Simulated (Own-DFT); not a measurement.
# Response to strain: hcp Hf, 36 atoms (Hf36)

Calculated results; nothing here was measured. They come from Own-DFT, an in-house plane-wave density functional program, since retired, whose code no person has reviewed. Each row is one single-point run on a periodic cell that was not relaxed, without spin or spin-orbit coupling.

Settings of every run: PBE; PseudoDojo norm-conserving scalar-relativistic files; cutoff 42 hartree; 4 x 4 x 4 k mesh centred on Gamma; cold (Marzari-Vanderbilt) smearing of 0.2 eV.

Known limits: hafnium file: forces about 75 meV/angstrom off all-electron values; forces on such cells passed a denser k mesh, each cell not checked; stress not checked against mesh or cutoff.

Unstrained cell vectors in Å: (9.589, 0.000, 0.000); (-4.795, 8.304, 0.000); (0.000, 0.000, 10.102). The unstrained cell has measured lattice constants (interpolated for alloys), not those of this functional. That, the random moves and any unrelaxed bonds set the pressure at no strain. Each run strains this cell uniformly, with the atoms carried along. Every atom was also moved at random, by a Gaussian of width 0.05 Å on each axis. Strain is the symmetric tensor, in per cent. Stress is positive in tension, and the pressure is minus a third of its trace.

| run | e_xx (%) | e_yy (%) | e_zz (%) | e_yz (%) | e_xz (%) | e_xy (%) | s_xx (GPa) | s_yy (GPa) | s_zz (GPa) | s_yz (GPa) | s_xz (GPa) | s_xy (GPa) | P (GPa) | E (meV/atom) |
|---|---|---|---|---|---|---|---|---|---|---|---|---|---|---|
| 1 | 0.74 | 1.21 | -0.10 | -0.82 | 1.06 | 0.64 | 0.73 | 1.38 | -0.43 | -0.81 | 1.10 | 0.96 | -0.56 | 0.6 |
| 2 | 1.30 | -1.39 | 0.45 | -0.25 | 1.13 | -1.29 | 0.22 | -2.70 | -0.57 | -0.27 | 1.13 | -1.69 | 1.02 | 3.0 |
| 3 | 0.39 | 1.37 | 1.34 | -1.79 | -1.64 | 0.10 | 1.26 | 2.24 | 2.11 | -1.70 | -1.68 | -0.30 | -1.87 | 8.5 |
| 4 | -1.25 | -0.53 | -1.81 | 1.96 | 0.13 | 0.88 | -5.13 | -5.06 | -7.10 | 2.09 | 0.03 | 1.35 | 5.76 | 23.2 |
| 5 | 1.81 | -1.59 | -0.43 | 1.37 | 0.32 | 1.73 | 0.38 | -3.26 | -2.31 | 1.40 | 0.24 | 2.41 | 1.73 | 9.3 |
| 6 | -1.80 | 0.24 | 0.36 | 1.57 | -0.01 | 0.72 | -4.66 | -1.48 | -2.00 | 1.62 | -0.12 | 0.99 | 2.71 | 1.8 |
| 7 | -1.95 | 1.26 | -1.99 | -1.38 | -1.81 | 0.14 | -6.32 | -1.31 | -6.67 | -1.24 | -2.02 | 0.03 | 4.77 | 26.0 |
| 8 | 0.05 | 0.84 | -0.77 | -1.63 | -0.29 | -0.12 | -0.86 | -0.51 | -2.70 | -1.57 | -0.35 | -0.34 | 1.36 | 4.1 |
| 9 | 1.00 | -1.79 | -0.59 | 1.44 | 0.86 | -0.73 | -1.11 | -4.79 | -3.70 | 1.61 | 0.91 | -0.93 | 3.20 | 18.9 |
| 10 | 0.84 | 0.33 | 0.67 | 1.63 | 1.13 | -1.87 | 0.96 | 0.02 | 0.40 | 1.67 | 1.22 | -2.37 | -0.46 | 10.6 |
| 11 | -0.60 | -1.28 | -1.94 | 1.47 | 1.51 | -1.58 | -5.19 | -5.87 | -7.55 | 1.53 | 1.58 | -2.24 | 6.20 | 32.1 |
| 12 | -0.86 | -0.25 | 1.67 | -1.13 | -1.41 | 0.37 | -2.05 | -1.23 | 0.59 | -1.03 | -1.25 | 0.59 | 0.90 | 11.5 |
| 13 | -1.74 | 0.15 | 1.84 | 1.32 | 1.14 | -1.69 | -3.75 | -0.83 | 0.52 | 1.08 | 1.04 | -2.52 | 1.35 | 21.2 |
| 14 | 0.49 | -0.76 | -1.88 | -1.19 | -0.04 | -1.33 | -2.20 | -4.09 | -5.94 | -1.27 | -0.03 | -1.79 | 4.08 | 11.9 |
| 15 | 0.19 | 1.37 | 1.06 | 1.26 | -1.57 | -1.33 | 0.64 | 2.22 | 1.58 | 1.10 | -1.55 | -1.40 | -1.48 | 0.0 |
| 16 | 1.39 | -0.73 | 0.97 | 1.64 | 1.49 | -0.34 | ? | ? | ? | ? | ? | ? | ? | ? |

E is the free energy for each atom above the lowest run shown.

## Worked fit

Each stress component was fitted by least squares to a constant and the strains of the runs shown, as fractions, with shears doubled. Shear strains stay in the fit of a normal stress only where such slopes are resolved. The slopes, in GPa:

```
stress  at no strain  per e_xx  per e_yy  per e_zz  scatter
  s_xx          -1.5   200 ± 7    74 ± 8    69 ± 6     0.29
  s_yy          -1.4    62 ± 7   192 ± 8    77 ± 6     0.29
  s_zz          -1.8    84 ± 5    75 ± 5   208 ± 4     0.20
```

Each shear stress against twice its own strain: yz 50 ± 1, xz 50 ± 2, xy 67 ± 3 GPa. These are stiffnesses along x, y and z of the frame in which the cell vectors are given, which need not be the crystal's axes. The atoms are held to the strained lattice; where symmetry lets them move under strain, relaxing them would lower some slopes. The table should be nearly symmetric about its diagonal, and what it lacks of that shows the noise. A ninth of its sum, 116 ± 1 GPa, estimates the bulk modulus near the mean pressure of these runs, 1.9 GPa, so it lies above the value at zero pressure.

## Withheld run

Question: what normal stresses and pressure should run 16 give?

The fit gives s_xx = 1.4, s_yy = -1.2, s_zz = 0.8 and P = -0.3 GPa. The calculation gave 1.60, -1.11, 0.77 and P = -0.42 GPa.
